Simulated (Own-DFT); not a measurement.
# Strain and stress in hcp Ru, 36 atoms (Ru36)

Calculated results; nothing here was measured. They come from Own-DFT, an in-house plane-wave density functional program, since retired, whose code no person has reviewed. Each row is one single-point run on a periodic cell that was not relaxed, without spin or spin-orbit coupling.

Settings of every run: PBE; PseudoDojo norm-conserving scalar-relativistic files; cutoff 50 hartree; 5 x 5 x 4 k mesh centred on Gamma; cold (Marzari-Vanderbilt) smearing of 0.2 eV.

Known limits: forces on such cells failed a check on a denser k mesh; stress not checked against mesh or cutoff.

Unstrained cell vectors in Å: (8.118, 0.000, 0.000); (-4.059, 7.030, 0.000); (0.000, 0.000, 8.563). The unstrained cell has measured lattice constants (interpolated for alloys), not those of this functional. That, the random moves and any unrelaxed bonds set the pressure at no strain. Each run strains this cell uniformly, with the atoms carried along. Every atom was also moved at random, by a Gaussian of width 0.05 Å on each axis. Strain is the symmetric tensor, in per cent. Stress is positive in tension, and the pressure is minus a third of its trace.

| run | e_xx (%) | e_yy (%) | e_zz (%) | e_yz (%) | e_xz (%) | e_xy (%) | s_xx (GPa) | s_yy (GPa) | s_zz (GPa) | s_yz (GPa) | s_xz (GPa) | s_xy (GPa) | P (GPa) | E (meV/atom) |
|---|---|---|---|---|---|---|---|---|---|---|---|---|---|---|
| 1 | 0.03 | 0.84 | 0.69 | 1.83 | -1.67 | 1.39 | -5.31 | -1.75 | -3.59 | 6.32 | -6.24 | 6.25 | 3.55 | 28.0 |
| 2 | -0.82 | 0.37 | 0.17 | -0.49 | 1.27 | -0.76 | -12.21 | -6.72 | -7.61 | -1.75 | 5.03 | -3.09 | 8.85 | 14.9 |
| 3 | 1.81 | -1.65 | -1.19 | -0.17 | -0.99 | -1.10 | -2.48 | -16.99 | -15.63 | -1.04 | -3.48 | -5.16 | 11.70 | 16.6 |
| 4 | 1.85 | 1.00 | -1.49 | -1.54 | -1.69 | -0.38 | 0.76 | -1.57 | -13.68 | -5.99 | -6.53 | -2.27 | 4.83 | 29.1 |
| 5 | 1.68 | 1.85 | 1.46 | 0.58 | 1.30 | 1.90 | 7.71 | 7.96 | 7.52 | 1.49 | 4.39 | 6.25 | -7.73 | 0.0 |
| 6 | 0.93 | -1.89 | -1.82 | 0.86 | -0.13 | -0.31 | -9.47 | -21.78 | -23.23 | 3.83 | -0.96 | -0.62 | 18.16 | 40.6 |
| 7 | 1.31 | -0.96 | -1.75 | -0.01 | 1.91 | 1.70 | -7.30 | -15.59 | -20.03 | -0.50 | 7.42 | 7.12 | 14.31 | 50.6 |
| 8 | -1.09 | -1.91 | 1.84 | -0.93 | -1.36 | 1.00 | -15.14 | -18.47 | -0.76 | -3.40 | -4.65 | 4.45 | 11.46 | 20.6 |
| 9 | -1.91 | -0.02 | -0.75 | -0.65 | -1.10 | 1.56 | -23.42 | -14.36 | -16.84 | -2.44 | -4.89 | 6.83 | 18.21 | 50.1 |
| 10 | -1.18 | 0.27 | -1.48 | -0.38 | -0.91 | 0.91 | -17.64 | -10.64 | -19.45 | -1.48 | -3.99 | 3.62 | 15.91 | 13.0 |
| 11 | 0.58 | 0.71 | 1.66 | -0.21 | 0.11 | -0.98 | -1.19 | 0.10 | 4.83 | -0.75 | 0.11 | -3.98 | -1.25 | 11.9 |
| 12 | -1.80 | -0.32 | 1.74 | -0.03 | 0.14 | -1.61 | -17.01 | -10.74 | 0.38 | 0.16 | 0.45 | -6.79 | 9.12 | 20.0 |
| 13 | -1.49 | 1.97 | -1.65 | -1.53 | 1.39 | 1.33 | -16.69 | -2.91 | -18.86 | -6.03 | 5.71 | 4.54 | 12.82 | 38.8 |
| 14 | -0.97 | -1.32 | -0.66 | 1.69 | 1.26 | -0.48 | -20.00 | -19.67 | -20.26 | 6.82 | 5.75 | -3.06 | 19.98 | 67.2 |
| 15 | 1.29 | 0.90 | 0.58 | 0.63 | -1.64 | -1.07 | 2.12 | -0.47 | -0.76 | 2.04 | -5.53 | -3.57 | -0.30 | 16.1 |
| 16 | 0.10 | -1.92 | 1.33 | -1.24 | -1.72 | 0.36 | ? | ? | ? | ? | ? | ? | ? | ? |

E is the free energy for each atom above the lowest run shown.

## Worked fit

Each stress component was fitted by least squares to a constant and the strains of the runs shown, as fractions, with shears doubled. Shear strains stay in the fit of a normal stress only where such slopes are resolved. The slopes, in GPa:

| stress | at no strain | per e_xx | per e_yy | per e_zz | scatter |
|---|---|---|---|---|---|
| s_xx | -8.9 | 612 ± 18 | 193 ± 19 | 197 ± 18 | 0.92 |
| s_yy | -8.5 | 182 ± 12 | 599 ± 13 | 184 ± 12 | 0.63 |
| s_zz | -8.7 | 174 ± 22 | 184 ± 24 | 687 ± 22 | 1.14 |

Each shear stress against twice its own strain: yz 189 ± 4, xz 193 ± 6, xy 206 ± 9 GPa. These are stiffnesses along x, y and z of the frame in which the cell vectors are given, which need not be the crystal's axes. The atoms are held to the strained lattice; where symmetry lets them move under strain, relaxing them would lower some slopes. The table should be nearly symmetric about its diagonal, and what it lacks of that shows the noise. A ninth of its sum, 335 ± 8 GPa, estimates the bulk modulus near the mean pressure of these runs, 9.3 GPa, so it lies above the value at zero pressure.

## Withheld run

Question: what normal stresses and pressure should run 16 give?

The fit gives s_xx = -9.3, s_yy = -17.4, s_zz = -2.8 and P = 9.9 GPa. The calculation gave -8.10, -17.97, -2.65 and P = 9.57 GPa.
